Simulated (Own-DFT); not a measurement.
TiSi2 (C49 TiSi2 crystal, atoms displaced) (calculated)

A calculation, not a measurement: plane-wave density functional theory by an unreviewed code, no spin, of a simulated periodic cell, stress positive in tension, run twice, with PBE and with PBEsol, both on files made for PBE, so the change isn't that of files made for PBEsol, forces on such cells moved up to 12 meV/angstrom on a denser k mesh; the far tail of each file's local potential was reset to the Coulomb form; each entry is a single point on an unrelaxed cell, so the pressure reflects the starting lattice, taken from the Materials Project, from which strain is counted, and rises with the displacements; printed positions are rounded, which can move forces by about a meV/angstrom; the program, named Own-DFT, is a retired in-house code; no spin-orbit coupling; stress was not checked against mesh or cutoff. Program: Own-DFT development build.

## TiSi2 (C49 TiSi2 crystal, atoms displaced)

```cif
# cell vector a (Å): 5.2953 -6.7593 3.5652
# cell vector b (Å): 7.0604 0.0000 -7.1303
# cell vector c (Å): 5.2953 6.7593 3.5652
data_TiSi2
_symmetry_space_group_name_H-M 'P 1'
_symmetry_Int_Tables_number 1
_cell_length_a 9.2973
_cell_length_b 10.0345
_cell_length_c 9.2973
_cell_angle_alpha 82.631
_cell_angle_beta 93.274
_cell_angle_gamma 82.631
_cell_volume 850.71
loop_
_atom_site_label
_atom_site_type_symbol
_atom_site_fract_x
_atom_site_fract_y
_atom_site_fract_z
_atom_site_occupancy
Ti1 Ti 0.94306 0.92442 0.15335 1
Ti2 Ti 0.85079 0.87557 0.64646 1
Si1 Si 0.60509 0.92785 0.49001 1
Si2 Si 0.19074 0.87609 0.30658 1
Si3 Si 0.89618 0.02884 0.39628 1
Si4 Si 0.90137 0.76911 0.39987 1
Ti3 Ti 0.94619 0.42697 0.15075 1
Ti4 Ti 0.85839 0.37328 0.64604 1
Si5 Si 0.61137 0.42103 0.49353 1
Si6 Si 0.19410 0.37093 0.31105 1
Si7 Si 0.89891 0.52383 0.40081 1
Si8 Si 0.89978 0.27369 0.39830 1
Ti5 Ti 0.74504 0.72611 0.95366 1
Ti6 Ti 0.65466 0.67465 0.44639 1
Si9 Si 0.40835 0.72312 0.29312 1
Si10 Si 0.99083 0.67676 0.10947 1
Si11 Si 0.69947 0.82511 0.20212 1
Si12 Si 0.69998 0.57289 0.20120 1
Ti7 Ti 0.54691 0.02089 0.74860 1
Ti8 Ti 0.45148 0.97553 0.24745 1
Si13 Si 0.20773 0.02810 0.09146 1
Si14 Si 0.79066 0.97590 0.90991 1
Si15 Si 0.50156 0.12373 0.00097 1
Si16 Si 0.49660 0.87640 0.99882 1
Ti9 Ti 0.74592 0.22721 0.95190 1
Ti10 Ti 0.65126 0.17378 0.44647 1
Si17 Si 0.41003 0.22227 0.28873 1
Si18 Si 0.99167 0.17405 0.10590 1
Si19 Si 0.70430 0.32588 0.20169 1
Si20 Si 0.70148 0.07412 0.19776 1
Ti11 Ti 0.54848 0.52333 0.75402 1
Ti12 Ti 0.45555 0.47499 0.24879 1
Si21 Si 0.21270 0.52155 0.09467 1
Si22 Si 0.79100 0.47604 0.90610 1
Si23 Si 0.49907 0.62495 0.99864 1
Si24 Si 0.50014 0.37507 0.99828 1
Ti13 Ti 0.34578 0.82672 0.55436 1
Ti14 Ti 0.24912 0.77408 0.04840 1
Si25 Si 0.00722 0.82649 0.89057 1
Si26 Si 0.59306 0.77716 0.70829 1
Si27 Si 0.29722 0.92664 0.80126 1
Si28 Si 0.30064 0.67616 0.79530 1
Ti15 Ti 0.34655 0.32635 0.55021 1
Ti16 Ti 0.25208 0.27423 0.04732 1
Si29 Si 0.01083 0.32729 0.88875 1
Si30 Si 0.59222 0.27457 0.70831 1
Si31 Si 0.30206 0.42605 0.79961 1
Si32 Si 0.30226 0.17316 0.80388 1
Ti17 Ti 0.15328 0.62415 0.35564 1
Ti18 Ti 0.05167 0.57355 0.84712 1
Si33 Si 0.80528 0.62849 0.69203 1
Si34 Si 0.39128 0.57740 0.50775 1
Si35 Si 0.09957 0.72290 0.59815 1
Si36 Si 0.09987 0.47596 0.59932 1
Ti19 Ti 0.14633 0.12358 0.35167 1
Ti20 Ti 0.05257 0.07528 0.84626 1
Si37 Si 0.81018 0.12555 0.69268 1
Si38 Si 0.39313 0.07378 0.51073 1
Si39 Si 0.09643 0.22462 0.59969 1
Si40 Si 0.10027 0.97825 0.59948 1
```

- functional: PBE, then PBEsol
- potential files: PseudoDojo norm-conserving, scalar-relativistic, standard set
- wave cutoff: 42 hartree
- occupations: cold (Marzari-Vanderbilt)
- smearing width: 0.2 eV
- k mesh: 4 x 4 x 4 centred on Gamma
- PBE pressure: 1.91 GPa
- PBE stress xx: -1.94 GPa
- PBE stress yy: -1.59 GPa
- PBE stress zz: -2.2 GPa
- PBE stress yz: 0.05 GPa
- PBE stress xz: -0.05 GPa
- PBE stress xy: 0.02 GPa
- PBEsol pressure: -1.42 GPa
- PBEsol stress xx: 1.48 GPa
- PBEsol stress yy: 1.98 GPa
- PBEsol stress zz: 0.78 GPa
- PBEsol stress yz: 0.05 GPa
- PBEsol stress xz: -0.05 GPa
- PBEsol stress xy: 0.02 GPa
- rms change of force components from PBE to PBEsol: 0.018 eV/Å

Force:
```tsv
force element	PBE force x (eV/Å)	PBE force y (eV/Å)	PBE force z (eV/Å)	PBEsol force x (eV/Å)	PBEsol force y (eV/Å)	PBEsol force z (eV/Å)
Ti	0.292	-0.329	0.067	0.289	-0.341	0.061
Ti	0.132	-0.296	-0.025	0.129	-0.269	-0.024
Si	-0.104	-0.411	0.61	-0.101	-0.462	0.61
Si	-0.006	0.166	0.202	-0.006	0.214	0.202
Si	-0.047	0.072	0.635	-0.052	0.071	0.645
Si	0.369	0	-0.423	0.373	0	-0.433
Ti	0.092	0	0.373	0.087	-0.011	0.372
Ti	-0.093	0.527	-0.456	-0.093	0.536	-0.451
Si	0.127	-0.094	-0.552	0.124	-0.144	-0.558
Si	-0.103	0.147	-0.5	-0.101	0.199	-0.495
Si	0.018	-0.216	0.084	0.013	-0.209	0.089
Si	0.197	-0.07	0.018	0.205	-0.07	0.019
Ti	0.036	-0.05	0.089	0.034	-0.069	0.087
Ti	-0.059	0.272	-0.005	-0.058	0.28	-0.004
Si	0.127	-0.318	-0.403	0.123	-0.368	-0.404
Si	-0.105	-0.056	0.33	-0.103	-0.011	0.331
Si	-0.216	0.015	-0.056	-0.217	0.016	-0.055
Si	0.066	-0.144	-0.294	0.068	-0.143	-0.298
Ti	0.884	0.504	-0.15	0.873	0.484	-0.149
Ti	-0.195	-0.199	0.09	-0.191	-0.182	0.086
Si	-0.331	-0.204	0.388	-0.323	-0.258	0.388
Si	-0.174	0.09	-0.123	-0.173	0.142	-0.121
Si	-0.003	-0.001	-0.147	0.002	0.002	-0.148
Si	0.016	-0.044	0.291	0.018	-0.044	0.296
Ti	0	-0.045	0.225	-0.001	-0.059	0.225
Ti	0.278	-0.178	-0.008	0.276	-0.163	-0.006
Si	0.245	0.01	-0.096	0.241	-0.04	-0.091
Si	0.113	0.246	-0.308	0.11	0.297	-0.311
Si	-0.473	0.132	-0.193	-0.48	0.13	-0.195
Si	0.001	0.215	-0.147	0.002	0.209	-0.149
Ti	-0.04	-0.073	-0.387	-0.039	-0.082	-0.382
Ti	-0.269	-0.024	0.137	-0.266	-0.005	0.135
Si	-0.125	0.059	-0.576	-0.123	0.012	-0.577
Si	0.146	0.15	0.183	0.145	0.201	0.186
Si	0.102	0.153	0.03	0.104	0.151	0.031
Si	0.153	0.116	0.152	0.157	0.111	0.157
Ti	-0.166	-0.197	0.023	-0.164	-0.21	0.023
Ti	0.209	-0.401	0.015	0.211	-0.382	0.014
Si	-0.134	-0.118	0.182	-0.133	-0.168	0.181
Si	-0.412	0.269	0.039	-0.404	0.322	0.032
Si	-0.155	-0.084	0.138	-0.16	-0.083	0.137
Si	0.121	0.343	0.137	0.122	0.336	0.135
Ti	0.203	0.24	0.429	0.204	0.218	0.424
Ti	0.134	-0.237	-0.044	0.13	-0.221	-0.04
Si	-0.128	0.075	0.249	-0.126	0.025	0.247
Si	-0.176	0.24	0.109	-0.174	0.295	0.111
Si	-0.229	0.142	0.003	-0.231	0.14	0.002
Si	-0.161	-0.232	-0.421	-0.163	-0.227	-0.428
Ti	-0.684	0.238	-0.415	-0.675	0.222	-0.411
Ti	0.401	-0.195	-0.164	0.394	-0.179	-0.163
Si	-0.121	-0.391	0.461	-0.12	-0.446	0.461
Si	0.181	0.075	0.685	0.176	0.125	0.688
Si	0.314	0.19	-0.215	0.319	0.186	-0.218
Si	-0.027	-0.103	0.224	-0.03	-0.102	0.228
Ti	0.195	0.08	-0.016	0.192	0.064	-0.016
Ti	0.166	0.07	0.005	0.165	0.082	0.003
Si	-0.276	-0.096	-0.07	-0.272	-0.149	-0.068
Si	-0.221	0.258	-0.708	-0.218	0.309	-0.709
Si	0.329	-0.334	0.137	0.336	-0.326	0.134
Si	-0.417	0.048	0.162	-0.423	0.045	0.165
```
